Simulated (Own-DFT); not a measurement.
# Strain and stress in diamond silicon, 64 atoms (Si64)

These are calculations, not measurements. The program, named Own-DFT, is a retired in-house plane-wave density functional code that no person has reviewed. Each row is one single-point run on a periodic cell that was not relaxed, without spin or spin-orbit coupling.

Settings of every run: PBE; PseudoDojo norm-conserving scalar-relativistic files; cutoff 20 hartree; 3 x 3 x 3 k mesh centred on Gamma; Fermi-Dirac smearing of 0.1 eV.

Known limits: k mesh not checked against a denser one; stress not checked against mesh or cutoff.

Unstrained cell vectors in Å: (10.862, 0.000, 0.000); (0.000, 10.862, 0.000); (0.000, 0.000, 10.862). The unstrained cell has measured lattice constants (interpolated for alloys), not those of this functional. That, the random moves and any unrelaxed bonds set the pressure at no strain. Each run strains this cell uniformly, with the atoms carried along. Every atom was also moved at random, by a Gaussian of width 0.05 Å on each axis. Strain is the symmetric tensor, in per cent. Stress is positive in tension, and the pressure is minus a third of its trace.

| run | e_xx (%) | e_yy (%) | e_zz (%) | e_yz (%) | e_xz (%) | e_xy (%) | s_xx (GPa) | s_yy (GPa) | s_zz (GPa) | s_yz (GPa) | s_xz (GPa) | s_xy (GPa) | P (GPa) | E (meV/atom) |
|---|---|---|---|---|---|---|---|---|---|---|---|---|---|---|
| 1 | -0.14 | 1.34 | 1.18 | -1.79 | 0.00 | -1.99 | -1.31 | -0.12 | -0.07 | -3.14 | -0.07 | -3.84 | 0.50 | 12.3 |
| 2 | -1.80 | 1.92 | -1.71 | 1.05 | -0.02 | 1.84 | -5.83 | -2.24 | -5.77 | 2.56 | 0.14 | 5.17 | 4.61 | 38.9 |
| 3 | 0.90 | 0.71 | 1.69 | 0.90 | -1.84 | 1.32 | 0.09 | 0.01 | 0.86 | 1.67 | -2.92 | 2.64 | -0.32 | 9.5 |
| 4 | -0.66 | -0.50 | -1.92 | 0.78 | 1.57 | 1.68 | -5.89 | -5.71 | -7.03 | 0.99 | 4.77 | 3.70 | 6.21 | 44.6 |
| 5 | -0.61 | 1.44 | -0.41 | -0.43 | -1.61 | 1.96 | -2.94 | -1.19 | -2.83 | -0.71 | -3.23 | 3.73 | 2.32 | 17.7 |
| 6 | -0.96 | -1.04 | 1.21 | 1.36 | -0.84 | -0.82 | -4.29 | -4.44 | -2.37 | 3.55 | -1.70 | -2.53 | 3.70 | 27.0 |
| 7 | -0.41 | 0.57 | 0.36 | -1.58 | 0.02 | -1.94 | -2.91 | -2.12 | -2.14 | -3.10 | -0.76 | -3.88 | 2.39 | 26.5 |
| 8 | 1.02 | 1.91 | 0.89 | -1.23 | -1.60 | -0.19 | 0.65 | 1.53 | 0.46 | -1.79 | -2.82 | -0.83 | -0.88 | 0.0 |
| 9 | 0.15 | -1.61 | -1.73 | -1.58 | -1.31 | 1.08 | -5.13 | -6.78 | -6.87 | -3.67 | -3.10 | 1.93 | 6.26 | 42.9 |
| 10 | 0.78 | 1.99 | 1.86 | -0.97 | 0.07 | 0.29 | 0.86 | 1.88 | 1.79 | -1.77 | 0.39 | 1.22 | -1.51 | 3.9 |
| 11 | -1.66 | -1.73 | -1.57 | 0.79 | -0.99 | -1.88 | -8.35 | -8.36 | -8.30 | 2.31 | -1.87 | -5.33 | 8.34 | 58.2 |
| 12 | -1.36 | -1.46 | 1.69 | 0.32 | -1.54 | 0.14 | -4.72 | -4.71 | -1.79 | 0.72 | -3.23 | 0.82 | 3.74 | 17.0 |
| 13 | -0.31 | 1.56 | 0.29 | 1.89 | -0.18 | 0.70 | -1.95 | -0.39 | -1.56 | 3.34 | -0.32 | 1.77 | 1.30 | 13.9 |
| 14 | 0.79 | 0.10 | -1.63 | -1.88 | 1.64 | 1.31 | -2.53 | -3.30 | -4.66 | -4.28 | 3.31 | 3.06 | 3.50 | 24.1 |
| 15 | -1.81 | -1.04 | -1.09 | 1.63 | -1.34 | -1.90 | ? | ? | ? | ? | ? | ? | ? | ? |

E is the free energy for each atom above the lowest run shown.

## Worked fit

Each stress component was fitted by least squares to a constant and the strains of the runs shown, as fractions, with shears doubled. Shear strains stay in the fit of a normal stress only where such slopes are resolved. The slopes, in GPa:

```
stress  at no strain  per e_xx  per e_yy  per e_zz  scatter
  s_xx          -2.9   161 ± 7    72 ± 5    74 ± 4     0.21
  s_yy          -3.0    66 ± 6   163 ± 4    74 ± 4     0.18
  s_zz          -2.9    70 ± 8    69 ± 5   166 ± 5     0.24
```

Each shear stress against twice its own strain: yz 101 ± 6, xz 108 ± 8, xy 121 ± 6 GPa. These are stiffnesses along x, y and z of the frame in which the cell vectors are given, which need not be the crystal's axes. The atoms are held to the strained lattice; where symmetry lets them move under strain, relaxing them would lower some slopes. The table should be nearly symmetric about its diagonal, and what it lacks of that shows the noise. A ninth of its sum, 102 ± 2 GPa, estimates the bulk modulus near the mean pressure of these runs, 2.9 GPa, so it lies above the value at zero pressure.

## Withheld run

Question: what normal stresses and pressure should run 15 give?

The fit gives s_xx = -7.4, s_yy = -6.7, s_zz = -6.7 and P = 6.9 GPa. The calculation gave -7.51, -6.86, -6.73 and P = 7.03 GPa.
